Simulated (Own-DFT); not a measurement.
Simulation results for GaP (zincblende, atoms displaced)

All values are calculated (Own-DFT development build). A calculation, not a measurement: plane-wave PBE density functional theory by an unreviewed code, no spin, of a simulated periodic cell, stress positive in tension, free energy of the whole cell less one offset for each atom, forces on such cells passed a denser k mesh, this cell's mesh not checked; offsets are fitted by least squares, one for each functional and potential file, so energies compare only between cells with the same atoms and settings and are not formation energies; the far tail of each file's local potential was reset to the Coulomb form; each entry is a single point on an unrelaxed cell, so the pressure reflects the starting lattice, mostly measured values (interpolated for alloys), from which strain is counted, and rises with the displacements; printed positions are rounded, which can move forces by about a meV/angstrom; the program, named Own-DFT, is a retired in-house code; no spin-orbit coupling.

Common to all runs: functional PBE; potential files PseudoDojo norm-conserving, scalar-relativistic, standard set; wave cutoff 42 hartree; occupations Fermi-Dirac; smearing width 0.1 eV; k mesh 2 x 3 x 3 centred on Gamma.

```yaml
- entry: 1
  formula: GaP
  kind: "zincblende, atoms displaced"
  structure:
    cell_angstrom: [[16.3515, 0.0, 0.0], [0.0, 10.901, 0.0], [0.0, 0.0, 10.901]]
    atoms_fractional:
      - [Ga, 0.99741, 0.00373, 0.9851]
      - [Ga, 0.99341, 0.26698, 0.26403]
      - [Ga, 0.1642, 0.98701, 0.23894]
      - [Ga, 0.1685, 0.24864, 0.00298]
      - [P, 0.08827, 0.11199, 0.12986]
      - [P, 0.08761, 0.34163, 0.39265]
      - [P, 0.25433, 0.14072, 0.35164]
      - [P, 0.23863, 0.37224, 0.1084]
      - [Ga, 0.98833, 0.98894, 0.48745]
      - [Ga, 0.98771, 0.25797, 0.75505]
      - [Ga, 0.1613, 0.99652, 0.75991]
      - [Ga, 0.15981, 0.23071, 0.49565]
      - [P, 0.08962, 0.1215, 0.63092]
      - [P, 0.08745, 0.37557, 0.89558]
      - [P, 0.242, 0.13526, 0.8707]
      - [P, 0.24711, 0.36609, 0.62748]
      - [Ga, 0.00432, 0.50615, 0.01575]
      - [Ga, 0.98972, 0.73571, 0.26876]
      - [Ga, 0.17655, 0.48374, 0.24618]
      - [Ga, 0.16801, 0.74255, 0.99501]
      - [P, 0.08971, 0.61981, 0.14534]
      - [P, 0.06472, 0.8812, 0.36442]
      - [P, 0.2452, 0.62027, 0.3569]
      - [P, 0.25674, 0.87171, 0.12359]
      - [Ga, 0.0013, 0.51905, 0.50381]
      - [Ga, 0.99489, 0.7555, 0.75335]
      - [Ga, 0.15631, 0.50867, 0.75526]
      - [Ga, 0.15586, 0.77176, 0.52432]
      - [P, 0.09012, 0.62279, 0.63708]
      - [P, 0.10502, 0.86001, 0.8981]
      - [P, 0.24539, 0.62902, 0.86159]
      - [P, 0.24266, 0.86425, 0.623]
      - [Ga, 0.32749, 0.99373, 0.98849]
      - [Ga, 0.32798, 0.2524, 0.24914]
      - [Ga, 0.49325, 0.00131, 0.27276]
      - [Ga, 0.50008, 0.23524, 0.98771]
      - [P, 0.42867, 0.12234, 0.12078]
      - [P, 0.42875, 0.38186, 0.36222]
      - [P, 0.58136, 0.15392, 0.38047]
      - [P, 0.56898, 0.36729, 0.11748]
      - [Ga, 0.34433, 0.0177, 0.50468]
      - [Ga, 0.33791, 0.2506, 0.73494]
      - [Ga, 0.50389, 0.9989, 0.76982]
      - [Ga, 0.47387, 0.24267, 0.51355]
      - [P, 0.42963, 0.13535, 0.64252]
      - [P, 0.43334, 0.35708, 0.89731]
      - [P, 0.5933, 0.12196, 0.88885]
      - [P, 0.58193, 0.36194, 0.61523]
      - [Ga, 0.3289, 0.5012, 0.02582]
      - [Ga, 0.33376, 0.72911, 0.25796]
      - [Ga, 0.5131, 0.50302, 0.25324]
      - [Ga, 0.50656, 0.73833, 0.97889]
      - [P, 0.41388, 0.62334, 0.11171]
      - [P, 0.42913, 0.86875, 0.39333]
      - [P, 0.59001, 0.65407, 0.37827]
      - [P, 0.57731, 0.87199, 0.11842]
      - [Ga, 0.34139, 0.49939, 0.49591]
      - [Ga, 0.33476, 0.74952, 0.74155]
      - [Ga, 0.49444, 0.47433, 0.74054]
      - [Ga, 0.49654, 0.77, 0.50333]
      - [P, 0.41942, 0.62745, 0.64234]
      - [P, 0.41938, 0.86266, 0.88476]
      - [P, 0.58173, 0.62809, 0.87458]
      - [P, 0.5692, 0.87141, 0.59024]
      - [Ga, 0.67271, 0.0009, 0.00539]
      - [Ga, 0.67338, 0.24414, 0.24713]
      - [Ga, 0.82779, 0.00337, 0.23802]
      - [Ga, 0.83842, 0.25316, 0.0169]
      - [P, 0.74164, 0.12798, 0.13749]
      - [P, 0.76482, 0.3797, 0.37976]
      - [P, 0.90115, 0.11642, 0.365]
      - [P, 0.89784, 0.38821, 0.13374]
      - [Ga, 0.66312, 0.01082, 0.4861]
      - [Ga, 0.65015, 0.25983, 0.75264]
      - [Ga, 0.86336, 0.99107, 0.73928]
      - [Ga, 0.82197, 0.24573, 0.50063]
      - [P, 0.75193, 0.1272, 0.63653]
      - [P, 0.7575, 0.35846, 0.86685]
      - [P, 0.91981, 0.13223, 0.87369]
      - [P, 0.91846, 0.37766, 0.6219]
      - [Ga, 0.65812, 0.50294, 0.00323]
      - [Ga, 0.6646, 0.77621, 0.25336]
      - [Ga, 0.83905, 0.52045, 0.23512]
      - [Ga, 0.82505, 0.74639, 0.0298]
      - [P, 0.73269, 0.64238, 0.1402]
      - [P, 0.73673, 0.84145, 0.38207]
      - [P, 0.90663, 0.60441, 0.38112]
      - [P, 0.90732, 0.86491, 0.13471]
      - [Ga, 0.66792, 0.50183, 0.50257]
      - [Ga, 0.66871, 0.74079, 0.76472]
      - [Ga, 0.82926, 0.50954, 0.7681]
      - [Ga, 0.83855, 0.7456, 0.51297]
      - [P, 0.74666, 0.62235, 0.63502]
      - [P, 0.75093, 0.8782, 0.88078]
      - [P, 0.9176, 0.6476, 0.88624]
      - [P, 0.91702, 0.86989, 0.61432]
  results:
    "free_energy_of_cell_above_offsets [eV]": "-23.568"
    "pressure [GPa]": 6.77
    "stress_xx [GPa]": -6.19
    "stress_yy [GPa]": -7.2
    "stress_zz [GPa]": -6.92
    "stress_yz [GPa]": 0.45
    "stress_xz [GPa]": -1.31
    "stress_xy [GPa]": 0.32
    force_element: [Ga, Ga, Ga, Ga, P, P, P, P, Ga, Ga, Ga, Ga, P, P, P, P, Ga, Ga, Ga, Ga, P, P, P, P, Ga, Ga, Ga, Ga, P, P, P, P, Ga, Ga, Ga, Ga, P, P, P, P, Ga, Ga, Ga, Ga, P, P, P, P, Ga, Ga, Ga, Ga, P, P, P, P, Ga, Ga, Ga, Ga, P, P, P, P, Ga, Ga, Ga, Ga, P, P, P, P, Ga, Ga, Ga, Ga, P, P, P, P, Ga, Ga, Ga, Ga, P, P, P, P, Ga, Ga, Ga, Ga, P, P, P, P]
    "force_x [eV/angstrom]": [1.533, -0.593, 1.121, -1.76, -2.139, -2.382, -2.331, 2.807, 0.454, 2.771, 0.872, 3.975, -2.801, -1.837, 2.001, -0.313, -0.542, 0.264, -1.903, 3.48, -0.954, 2.829, -0.287, -0.433, 0.963, 1.932, 2.179, -2.301, -3.016, -6.363, 1.416, 3.67, 0.702, 3.402, 1.761, 2.787, -2.715, -2.18, -0.626, 2.69, -1.061, -0.984, 0.711, 3.918, -2.522, -5.258, -0.509, -1.041, -0.391, 1.42, 0.146, -1.657, 2.114, -6.392, -1.374, -0.122, -0.865, -0.717, 0.631, -1.839, 0.484, -1.302, 1.154, 7.223, -0.393, -2.332, -0.69, -1.897, 2.366, -2.377, 1.408, 4.608, 0.411, 2.365, -4.294, 1.53, -0.591, -1.279, -0.991, -0.883, 0.707, -3.738, -4.395, -0.536, 1.047, 4.917, 1.285, 1.94, 0.033, -0.063, 1.183, -2.574, 0.674, 1.358, -0.765, 2.069]
    "force_y [eV/angstrom]": [-1.481, -1.711, -0.367, -2.253, 2.142, 5.532, -3.977, 0.051, 2.806, 1.013, -0.324, -1.589, -0.968, 0.408, -1.082, 1.151, 0.116, -0.057, -0.345, -3.951, 0.612, -1.074, -0.145, -1.042, -2.391, -0.052, -3.08, -2.058, 2.068, 4.918, -0.831, 3.663, 1.236, 2.498, 1.002, -2.933, -0.834, -0.962, -1.605, 0.24, -0.778, 0.876, -1.095, 4.051, -4.711, 4.416, -0.112, 1.396, -0.766, 2.129, 1.635, 1.389, 1.001, 2.78, -2.76, 1.026, 0.23, 0.516, 0.803, -9.669, -1.039, 1.392, -3.276, 6.33, -0.974, 3.802, -1.829, -1.326, -1.539, 1.264, 1.368, -1.602, -0.413, -1.356, 2.246, -0.617, -1.113, 0.911, -0.783, 0.772, -0.943, -1.508, 1.045, 0.231, -2.757, 4.835, 2.208, 1.242, -0.06, 1.714, -0.237, -1.565, 0.165, -0.273, -1.805, -1.211]
    "force_z [eV/angstrom]": [1.844, -0.916, 0.863, -0.428, -1.179, -2.636, 3.613, 1.852, 0.388, -0.711, -0.215, 2.079, 0.274, -1.689, -0.709, -1.012, -0.413, -1.24, 1.232, 4.615, -0.388, 0.575, 3.372, 0.562, 0.616, 0.396, 1.584, -3.815, -2.126, -4.494, 1.207, 1.756, 0.598, -3.119, -1.674, 2.849, 0.964, 1.28, 0.047, 0.507, -0.5, 2.467, -0.898, -5.014, 3.085, -3.97, -1.386, -1.111, -2.963, -1.245, -0.406, 3.31, 1.918, -4.37, 0.363, 0.392, 0.154, 1.115, 1.089, -0.178, -2.234, -1.606, -2.307, 7.739, 0.407, 2.102, 0.972, -1.423, -2.882, -1.624, 1.39, -1.407, 0.755, 0.672, 2.307, 0.852, 0.027, 1.336, 0.96, -0.011, 0.226, -3.836, 1.114, -2.394, -0.859, 4.2, 1.341, -0.148, -0.866, -1.122, -0.622, -1.27, -0.024, -0.589, 0.844, -0.177]
- entry: 2
  formula: GaP
  kind: "zincblende, atoms displaced"
  structure:
    cell_angstrom: [[16.3515, 0.0, 0.0], [0.0, 10.901, 0.0], [0.0, 0.0, 10.901]]
    atoms_fractional:
      - [Ga, 0.00026, 0.01594, 0.00245]
      - [Ga, 0.01306, 0.25655, 0.27019]
      - [Ga, 0.16032, 0.00745, 0.25845]
      - [Ga, 0.17218, 0.24632, 0.98563]
      - [P, 0.08643, 0.11537, 0.1357]
      - [P, 0.09452, 0.36752, 0.36436]
      - [P, 0.24746, 0.11731, 0.34327]
      - [P, 0.25155, 0.37049, 0.1232]
      - [Ga, 0.00046, 0.99142, 0.47287]
      - [Ga, 0.00121, 0.22645, 0.75794]
      - [Ga, 0.1728, 0.01806, 0.77471]
      - [Ga, 0.16242, 0.23512, 0.4849]
      - [P, 0.07393, 0.11564, 0.62137]
      - [P, 0.08128, 0.35706, 0.8736]
      - [P, 0.24682, 0.1384, 0.90428]
      - [P, 0.25211, 0.34728, 0.61219]
      - [Ga, 0.99895, 0.48783, 0.01593]
      - [Ga, 0.00116, 0.7555, 0.23033]
      - [Ga, 0.17108, 0.49522, 0.24022]
      - [Ga, 0.17927, 0.74339, 0.015]
      - [P, 0.09636, 0.62761, 0.13579]
      - [P, 0.09277, 0.87566, 0.34517]
      - [P, 0.23019, 0.64021, 0.38433]
      - [P, 0.26198, 0.87444, 0.12139]
      - [Ga, 0.0168, 0.50326, 0.46994]
      - [Ga, 0.98096, 0.73353, 0.74442]
      - [Ga, 0.15315, 0.52279, 0.75276]
      - [Ga, 0.17293, 0.73624, 0.49912]
      - [P, 0.08587, 0.62094, 0.60814]
      - [P, 0.08774, 0.88896, 0.86542]
      - [P, 0.25957, 0.59443, 0.86862]
      - [P, 0.25166, 0.88154, 0.60035]
      - [Ga, 0.34054, 0.00326, 0.99982]
      - [Ga, 0.34905, 0.22467, 0.22345]
      - [Ga, 0.50704, 0.01815, 0.24731]
      - [Ga, 0.51324, 0.25328, 0.00252]
      - [P, 0.42095, 0.13432, 0.12387]
      - [P, 0.42732, 0.3837, 0.3672]
      - [P, 0.57219, 0.13656, 0.38712]
      - [P, 0.59283, 0.39302, 0.13365]
      - [Ga, 0.32513, 0.00523, 0.50647]
      - [Ga, 0.32579, 0.22842, 0.7384]
      - [Ga, 0.48273, 0.0088, 0.7558]
      - [Ga, 0.50208, 0.25107, 0.48968]
      - [P, 0.41287, 0.12007, 0.62728]
      - [P, 0.42299, 0.37947, 0.84523]
      - [P, 0.57406, 0.13198, 0.86986]
      - [P, 0.57216, 0.37575, 0.61304]
      - [Ga, 0.34274, 0.48951, 0.00785]
      - [Ga, 0.33046, 0.76616, 0.22902]
      - [Ga, 0.52, 0.49284, 0.24171]
      - [Ga, 0.4965, 0.7395, 0.9914]
      - [P, 0.41306, 0.6156, 0.11804]
      - [P, 0.41013, 0.89282, 0.34716]
      - [P, 0.58795, 0.60397, 0.3894]
      - [P, 0.58696, 0.89815, 0.11016]
      - [Ga, 0.32922, 0.49871, 0.49431]
      - [Ga, 0.3349, 0.73351, 0.73875]
      - [Ga, 0.49191, 0.50252, 0.72794]
      - [Ga, 0.49591, 0.7647, 0.50274]
      - [P, 0.41508, 0.6324, 0.6445]
      - [P, 0.40838, 0.86715, 0.87171]
      - [P, 0.56945, 0.64612, 0.87074]
      - [P, 0.58958, 0.8766, 0.62503]
      - [Ga, 0.66916, 0.99954, 0.99911]
      - [Ga, 0.66923, 0.23646, 0.25639]
      - [Ga, 0.82676, 0.99442, 0.26174]
      - [Ga, 0.83368, 0.23988, 0.99527]
      - [P, 0.75945, 0.13266, 0.11156]
      - [P, 0.75229, 0.38829, 0.36223]
      - [P, 0.92646, 0.1194, 0.36925]
      - [P, 0.91874, 0.38451, 0.09362]
      - [Ga, 0.67671, 0.99929, 0.50591]
      - [Ga, 0.66843, 0.25598, 0.77601]
      - [Ga, 0.80997, 0.00374, 0.77025]
      - [Ga, 0.84199, 0.25199, 0.48579]
      - [P, 0.7352, 0.12053, 0.61685]
      - [P, 0.75119, 0.39859, 0.89947]
      - [P, 0.92606, 0.12111, 0.88189]
      - [P, 0.93119, 0.3778, 0.62927]
      - [Ga, 0.67122, 0.50918, 0.99961]
      - [Ga, 0.66755, 0.76395, 0.25423]
      - [Ga, 0.81845, 0.48959, 0.25925]
      - [Ga, 0.84214, 0.75249, 0.00363]
      - [P, 0.7399, 0.65702, 0.12339]
      - [P, 0.74761, 0.87819, 0.3707]
      - [P, 0.93073, 0.61743, 0.36425]
      - [P, 0.92301, 0.87993, 0.13611]
      - [Ga, 0.67006, 0.50062, 0.48596]
      - [Ga, 0.65892, 0.73134, 0.73585]
      - [Ga, 0.84187, 0.50193, 0.75277]
      - [Ga, 0.83315, 0.74535, 0.49206]
      - [P, 0.75668, 0.59427, 0.62604]
      - [P, 0.73661, 0.86903, 0.87608]
      - [P, 0.9119, 0.61282, 0.85997]
      - [P, 0.91578, 0.85187, 0.63638]
  results:
    "free_energy_of_cell_above_offsets [eV]": "-18.474"
    "pressure [GPa]": 8.22
    "stress_xx [GPa]": -8.59
    "stress_yy [GPa]": -8.46
    "stress_zz [GPa]": -7.61
    "stress_yz [GPa]": -0.39
    "stress_xz [GPa]": 2.09
    "stress_xy [GPa]": 0.84
    force_element: [Ga, Ga, Ga, Ga, P, P, P, P, Ga, Ga, Ga, Ga, P, P, P, P, Ga, Ga, Ga, Ga, P, P, P, P, Ga, Ga, Ga, Ga, P, P, P, P, Ga, Ga, Ga, Ga, P, P, P, P, Ga, Ga, Ga, Ga, P, P, P, P, Ga, Ga, Ga, Ga, P, P, P, P, Ga, Ga, Ga, Ga, P, P, P, P, Ga, Ga, Ga, Ga, P, P, P, P, Ga, Ga, Ga, Ga, P, P, P, P, Ga, Ga, Ga, Ga, P, P, P, P, Ga, Ga, Ga, Ga, P, P, P, P]
    "force_x [eV/angstrom]": [1.747, -2.452, 1.708, -5.266, -0.73, 1.283, 2.659, 0.917, 1.227, 0.334, -0.228, 0.942, 1.69, 0.052, 6.197, -1.136, 5.569, 1.43, 0.856, -0.023, -2.159, -2.504, 6.974, -3.664, -0.511, 4.441, 0.981, -4.592, -1.494, -1.278, -0.975, -1.904, -0.154, -6.576, -0.295, -1.309, 5.919, -1.499, 4.356, 2.773, 1.842, 0.198, 1.775, -3.373, 0.283, -1.458, 1.482, 2.651, -0.633, 2.455, -4.259, -2.096, 1.909, 1.11, -2.636, -2.196, 0.055, -4.191, 2.51, -0.24, 1.574, 0.316, 2.971, -1.187, 0.549, -0.061, 1.871, 1.933, -2.248, -3.725, -2.288, -5.351, -3.385, -0.529, 1.992, -0.184, 3.705, 2.109, -4.196, -0.671, -2.602, -2.666, 5.879, -0.572, 1.892, 0.18, -2.437, -1.967, 1.436, 1.161, -1.723, 0.733, -1.51, 0.976, 2.145, -2.617]
    "force_y [eV/angstrom]": [-2.509, -1.903, -0.791, 4.795, 2.618, 2.125, 2.044, -0.663, -1.961, 2.111, -0.486, -0.713, -0.626, 1.882, -4.978, 1.797, 4.558, -1.591, -0.05, 0.277, -0.323, -3.171, -6.133, 3.315, -1.104, -0.493, -2.648, 6.429, 1.083, -2.303, 2.076, -2.249, -0.159, 6.54, -1.162, 1.988, -4.65, -0.654, -3.306, -4.355, 1.524, 1.482, -1.729, 2.303, 0.485, -2.194, -1.534, 0.282, -1.826, -3.848, 2.968, 2.8, 1.505, -0.5, 4.879, -2.336, 0.109, 3.42, -0.357, -0.415, -0.955, 0.457, -4.191, 0.607, 2.083, 1.039, 1.505, 2.419, -2.319, -6.49, 1.223, -4.62, -2.25, 0.941, 0.139, 0.375, 4.16, -3.147, -0.165, -0.564, 2.918, -0.353, 5.748, 0.347, -2.427, -0.534, 1.003, 1.329, -2.452, 0.223, -3.673, -0.876, 2.31, -1.49, 1.776, 4.227]
    "force_z [eV/angstrom]": [1.35, -3.613, -2.784, 5.122, -1.868, 1.191, 3.038, -0.234, 2.444, -1.738, -2.515, 1.079, -0.7, -0.109, -4.673, -0.314, -4.054, 1.681, 1.141, -2.453, -1.71, 3.629, -7.154, -2.259, 1.741, 0.603, 0.608, 4.978, 1.075, 1.608, 0.396, 3.883, 0.021, 6.314, -0.484, 0.144, -6.018, -0.583, -2.302, -3.517, -3.206, 1.699, 0.351, 2.578, -2.222, 2.935, 0.308, 1.005, -2.075, 3.292, 2.817, 2.713, 2.061, 2.127, -2.517, 2.599, 0.183, 2.599, 1.198, -0.681, -6.141, 0.026, -2.197, -0.166, -1.38, -0.512, -1.914, -1.452, 2.779, 4.687, -0.8, 6.061, -2.206, -1.664, -1.438, 1.381, 3.143, -3.046, -1.052, -0.734, 1.4, -0.072, -6.165, -0.488, -0.456, 1.849, -0.902, -2.218, 3.186, 0.033, -1.892, 0.738, -1.137, 0.086, 5.281, -3.348]
```
